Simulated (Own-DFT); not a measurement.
Simulation results for SiC (4H silicon carbide, atoms displaced)

Computed with Own-DFT development build. A calculation, not a measurement: plane-wave PBE density functional theory by an unreviewed code, no spin, of a simulated periodic cell, stress positive in tension, free energy of the whole cell less one offset for each atom, forces on such cells passed a denser k mesh, this cell's mesh not checked; offsets are fitted by least squares, one for each functional and potential file, so energies compare only between cells with the same atoms and settings and are not formation energies; the far tail of each file's local potential was reset to the Coulomb form; each entry is a single point on an unrelaxed cell, so the pressure reflects the starting lattice, mostly measured values (interpolated for alloys), from which strain is counted, and rises with the displacements; printed positions are rounded, which can move forces by about a meV/angstrom; the program, named Own-DFT, is a retired in-house code; no spin-orbit coupling.

## SiC (4H silicon carbide, atoms displaced)

```
CELL_PARAMETERS angstrom
6.16540 0.00000 0.00000
-3.08270 5.33940 0.00000
0.00000 0.00000 10.06810
ATOMIC_POSITIONS crystal
Si 0.00919 0.01056 0.40523
Si 0.17182 0.33491 0.15333
C 0.99890 0.98908 0.09918
C 0.15557 0.34716 0.33794
Si 0.99553 0.49846 0.41178
Si 0.17727 0.82328 0.15578
C 0.97369 0.48434 0.08950
C 0.15108 0.82648 0.33928
Si 0.51444 0.99414 0.40530
Si 0.69112 0.34341 0.15096
C 0.49609 0.97736 0.10206
C 0.67156 0.33198 0.33982
Si 0.49455 0.49290 0.40056
Si 0.67613 0.82447 0.14561
C 0.48197 0.49230 0.09762
C 0.63782 0.81728 0.34472
Si 0.97416 0.97483 0.90500
Si 0.84058 0.68401 0.65937
C 0.01398 0.00633 0.59242
C 0.84300 0.68577 0.84732
Si 0.99580 0.50200 0.90213
Si 0.82775 0.16395 0.65878
C 0.98901 0.51118 0.58583
C 0.82011 0.16103 0.83491
Si 0.51545 0.02191 0.91948
Si 0.33986 0.67601 0.65067
C 0.49579 0.99294 0.59480
C 0.33411 0.66077 0.85132
Si 0.49656 0.49639 0.90468
Si 0.33369 0.17405 0.64607
C 0.49019 0.49811 0.59532
C 0.34062 0.16912 0.83805
```

```
functional                        : PBE
potential files                   : PseudoDojo norm-conserving, scalar-relativistic, standard set
wave cutoff                       : 42 hartree
occupations                       : Fermi-Dirac
smearing width                    : 0.1 eV
hardware                          : one NVIDIA H100
k mesh                            : 5 x 5 x 3 centred on Gamma
free energy of cell above offsets : -0.829 eV
pressure                          : 6.71 GPa
stress xx                         : -6.58 GPa
stress yy                         : -7.59 GPa
stress zz                         : -5.97 GPa
stress yz                         : 0.15 GPa
stress xz                         : 3.06 GPa
stress xy                         : -0.8 GPa
wall time                         : 129 s
```

Force:
```tsv
element	x (eV/Å)	y (eV/Å)	z (eV/Å)
Si	-1.352	-1.127	-1.101
Si	-2.544	-1.677	0.515
C	1.08	0.956	-1.796
C	1.934	-1.604	0.939
Si	-1.066	1.1	-2.563
Si	-2.403	-0.424	0.592
C	6.064	3.131	-2.248
C	1.408	0.766	1.076
Si	-3.752	1.09	0.057
Si	-6.324	-4.055	3.404
C	0.737	2.962	-1.521
C	-0.529	-0.385	0.52
Si	0.016	-0.005	0.583
Si	-1.558	-0.55	3.253
C	3.631	0.409	-1.96
C	4.279	0.348	-1.51
Si	1.556	7.096	1.673
Si	-0.521	-1.39	-1.083
C	-2.295	0.166	-0.275
C	-0.251	-5.707	-2.02
Si	1.13	-0.274	-0.085
Si	0.07	0.844	-2.437
C	1.396	-0.933	3.551
C	1.223	0.789	3.019
Si	-1.572	-2.658	-2.467
Si	-1.343	-1.81	1.864
C	0.292	1.848	-1.274
C	-0.968	1.445	-1.3
Si	-0.346	-0.494	0.227
Si	1.67	-0.57	2.429
C	1.212	1.275	-1.2
C	-0.874	-0.562	1.14
```
